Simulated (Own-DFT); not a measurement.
Simulation results for SiC (2H silicon carbide, strained, atoms displaced)

Computed with Own-DFT development build. A calculation, not a measurement: plane-wave PBE density functional theory by an unreviewed code, no spin, of a simulated periodic cell, stress positive in tension, free energy of the whole cell less one offset for each atom, forces on such cells passed a denser k mesh, this cell's mesh not checked; offsets are fitted by least squares, one for each functional and potential file, so energies compare only between cells with the same atoms and settings and are not formation energies; the far tail of each file's local potential was reset to the Coulomb form; each entry is a single point on an unrelaxed cell, so the pressure reflects the starting lattice, mostly measured values (interpolated for alloys), from which strain is counted, and rises with the displacements; printed positions are rounded, which can move forces by about a meV/angstrom; the program, named Own-DFT, is a retired in-house code; no spin-orbit coupling; before rounding, a Quantum ESPRESSO 7.3.1 run of the same cell and cutoff gave forces within 1 meV/angstrom rms on each cell, which checks the program and not the settings.

Settings shared by all entries: functional PBE; potential files PseudoDojo norm-conserving, scalar-relativistic, standard set; wave cutoff 42 hartree; occupations Fermi-Dirac; smearing width 0.1 eV; k mesh 5 x 5 x 3 centred on Gamma.

(1) 
```xyz
32
Lattice="6.0640 0.0855 -0.1142 -2.9580 5.3177 0.0867 -0.1865 0.0558 10.1378" Properties=species:S:1:pos:R:3:force_x:R:1:force_y:R:1:force_z:R:1 formula=SiC free_energy_of_cell_above_offsets=-2.242 pressure=6.75 stress_xx=-13.27 stress_yy=-4.84 stress_zz=-2.15 stress_yz=2.17 stress_xz=-6.36 stress_xy=7.35
Si     5.8554     0.1812     9.9684      1.671     -1.405      1.614
Si    -0.0864     1.8515     2.4476      2.418     -2.496      0.727
C      3.0510     5.3421     1.8400      -1.77      1.873      0.301
C     -0.1205     1.8877     4.3699      2.009     -2.395     -0.302
Si     5.9628     0.1158     4.8336      0.035     -0.178      1.113
Si    -0.1514     1.8584     7.5784      1.505     -1.579      0.604
C      2.9189     5.4224     6.9264     -0.147       0.84     -0.666
C     -0.0826     1.7736     9.4947      -1.51      2.762     -0.162
Si     4.5304     2.7465    -0.0386      1.027     -0.267     -0.775
Si    -1.5336     4.3827     2.5485      -0.23      2.696      1.552
C      4.5152     2.8071     1.8758     -1.568     -2.332     -1.937
C     -1.5095     4.4584     4.4880      0.243      0.395     -0.165
Si    -1.5110     2.6633     5.1136     -2.518      1.714     -0.584
Si    -1.6005     4.4856     7.5960     -1.226     -0.348      1.482
C      4.4410     2.7796     6.8449     -0.584      0.189      0.706
C     -1.6048     4.4700     9.5838     -0.647       0.09     -1.246
Si     2.8257     0.1795    10.0635     -0.608     -2.524      0.912
Si     2.9332     1.8245     2.4912      2.244     -1.147      0.334
C     -0.0395     5.3242     1.9128     -1.025      1.838     -0.573
C      2.9636     1.8461     4.3546      0.322      0.753      0.678
Si     3.0027     0.1559     5.0067     -1.345     -2.443      0.362
Si     2.9752     1.8058     7.5305      -1.73      1.929      0.604
C      2.8210     0.0959     6.9889      1.535     -0.348     -2.121
C      2.8067     1.8438     9.4526      1.831      2.123     -0.807
Si     1.3879     2.7773    10.1227     -1.019      0.743      -0.75
Si     1.3651     4.4845     2.5233      4.135     -0.736       0.04
C      1.5862     2.6882     1.8132     -3.632      1.346      0.899
C      1.4794     4.4957     4.4146     -0.084     -0.551      -0.01
Si     1.4240     2.6288     5.0755      0.314      2.367     -0.999
Si     1.4003     4.5121     7.6313      0.623      0.434     -0.169
C      1.3848     2.7681     6.9165      0.441     -0.964      1.213
C      1.3996     4.6503     9.5746     -0.709      -2.38     -1.875
```

Units: free_energy_of_cell_above_offsets in eV; pressure, stress_xx, stress_yy, stress_zz, stress_yz, stress_xz, stress_xy in GPa; force_x, force_y, force_z in eV/Å.

(2) 
```xyz
32
Lattice="6.2501 -0.0577 0.1199 -3.1750 5.4199 -0.0772 0.1957 -0.0326 10.1745" Properties=species:S:1:pos:R:3:force_x:R:1:force_y:R:1:force_z:R:1 formula=SiC free_energy_of_cell_above_offsets=-1.700 pressure=-1.06 stress_xx=2.8 stress_yy=2.21 stress_zz=-1.84 stress_yz=-2.14 stress_xz=3.59 stress_xy=-6.84
Si     6.1694    -0.0394     0.1598      0.512     -0.491     -0.076
Si     0.0664     1.7463     2.5442      -1.72      0.231      0.346
C      3.1267     5.2832     2.0150       0.35      1.172     -0.686
C      0.1076     1.7999     4.4553     -1.301     -1.096      0.306
Si     0.0955    -0.0104     5.0823      0.192     -0.351     -1.213
Si     0.1470     1.6967     7.5443     -1.414      2.671       1.54
C      0.1371    -0.0064     6.9567      0.317     -1.035       0.06
C      0.1344     1.8176     9.4987      -0.11     -1.772     -0.101
Si     4.8155     2.5996    10.1492     -0.379     -0.062      2.235
Si    -1.5772     4.3685     2.4852      1.458      3.562      -0.16
C      4.6096     2.6651     2.0477      1.727     -2.729     -2.092
C     -1.4226     4.4997     4.3666     -5.064     -2.532     -0.802
Si     4.7265     2.5712     5.1760      0.825      1.177     -0.092
Si    -1.4903     4.5470     7.6247       0.55     -1.042     -0.055
C     -1.4804     2.7531     6.9683      0.337     -1.003     -0.299
C     -1.4616     4.4280     9.5526     -0.834      1.623     -1.216
Si     0.0523     5.3510    10.1362      1.765      0.147     -0.774
Si     3.1137     1.8084     2.6543     -0.571      -1.49     -2.051
C      0.1033     5.3389     1.7531     -2.191      0.966      3.257
C      3.2326     1.7790     4.4656     -1.913      -1.29      1.962
Si    -0.0768     5.2177     5.0470      5.169      4.112      1.537
Si     3.1960     1.7743     7.6260       0.91     -0.439      0.948
C      3.2239    -0.0302     7.0502      0.628     -0.451     -0.245
C      3.2894     1.7289     9.5825     -1.873     -0.155     -0.515
Si     1.4301     2.6203     0.0626      2.123      2.012     -0.334
Si     1.5548     4.5441     2.6529     -0.558     -1.255     -3.599
C      1.4874     2.7173     1.9916      1.466     -0.267     -0.785
C      1.6079     4.4947     4.3958     -0.344     -0.794      4.136
Si     1.5703     2.6071     5.1681      2.271      1.543     -1.828
Si     1.7271     4.4562     7.6632      -2.09      0.277     -0.356
C      1.6487     2.6707     7.0196      0.221      0.024     -0.021
C      1.6892     4.5058     9.5067      -0.46     -1.262      0.975
```

Units: free_energy_of_cell_above_offsets in eV; pressure, stress_xx, stress_yy, stress_zz, stress_yz, stress_xz, stress_xy in GPa; force_x, force_y, force_z in eV/Å.

(3) 
```xyz
32
Lattice="6.1008 0.0901 0.0361 -2.9724 5.2811 -0.0738 0.0589 -0.1052 10.1610" Properties=species:S:1:pos:R:3 formula=SiC
Si    -2.8745     5.1647    10.0808
Si     0.0917     1.7678     2.5682
C      6.0481     0.1241     1.9614
C     -0.0781     1.7211     4.4888
Si     3.1270     5.2642     5.0585
Si     0.1179     1.7155     7.6070
C      3.1631     5.2495     6.9471
C     -0.0028     1.6786     9.5628
Si    -1.4600     2.6139     0.0615
Si    -1.4383     4.3522     2.5978
C     -1.4548     2.5897     1.8630
C     -1.4155     4.4606     4.4016
Si    -1.4118     2.5238     5.0800
Si    -1.4622     4.3670     7.6291
C      4.5686     2.5917     6.9856
C     -1.4930     4.2866     9.4365
Si     3.0082     0.1897     0.0230
Si     3.1275     1.7918     2.5179
C      2.9770     0.0974     1.9584
C      3.1496     1.6857     4.5251
Si     0.0422     5.2417     5.0558
Si     3.2159     1.7604     7.6503
C      3.1157     0.0145     7.0422
C      3.1508     1.6972     9.5520
Si     1.5086     2.7393     0.0009
Si     1.5604     4.4816     2.5652
C      1.5922     2.6697     1.9287
C      1.6530     4.4145     4.4702
Si     1.6350     2.6366     5.0512
Si     1.6728     4.3767     7.6727
C      1.5134     2.6074     6.9559
C      1.7258     4.4168     9.5357
```

Q: Give the missing stress yy for SiC (2H silicon carbide, strained, atoms displaced) (entry 3).
A: -6.52 GPa

Q: Give the missing pressure for SiC (2H silicon carbide, strained, atoms displaced) (entry 3).
A: 6.86 GPa

Q: Estimate the stress xx of SiC (2H silicon carbide, strained, atoms displaced) (entry 3).
A: -11.34 GPa

Further results for SiC (2H silicon carbide, strained, atoms displaced) (entry 3):

- free energy of cell above offsets: -1.995 eV
- stress zz: -2.72 GPa
- stress yz: -3.3 GPa
- stress xz: 3.93 GPa
- stress xy: 5.29 GPa

Force:
```tsv
element	x (eV/Å)	y (eV/Å)	z (eV/Å)
Si	-1.363	1.339	1.861
Si	-0.875	-0.562	0.118
C	1.195	-1.37	0.409
C	5.701	-1.728	-2.023
Si	0.259	1.676	0.785
Si	-2.322	-1.018	0.402
C	-0.164	1.071	0.317
C	3.076	-0.373	-1.387
Si	-2.072	1.423	-1.617
Si	-1.071	1.278	-2.647
C	0.141	1.012	1.832
C	-0.782	-2.878	0.715
Si	-4.191	2.631	1.388
Si	1.525	-1.024	-1.827
C	3.52	2.585	-0.018
C	2.967	-0.253	1.647
Si	0.22	-4.23	0.673
Si	-0.455	0.767	1.837
C	0.556	-2.051	-0.573
C	-0.503	1.695	-1.772
Si	2.291	0.621	1.439
Si	-3.736	-1.155	0.352
C	-0.807	-1.357	0.383
C	-0.559	3.01	-0.376
Si	0.669	-0.42	0.088
Si	0.577	-0.056	-0.869
C	-0.335	0.994	-0.071
C	-1.474	-0.889	-1.031
Si	-1.133	-0.723	0.689
Si	-1.104	-0.031	-1.453
C	2.656	0.763	0.623
C	-2.409	-0.745	0.106
```
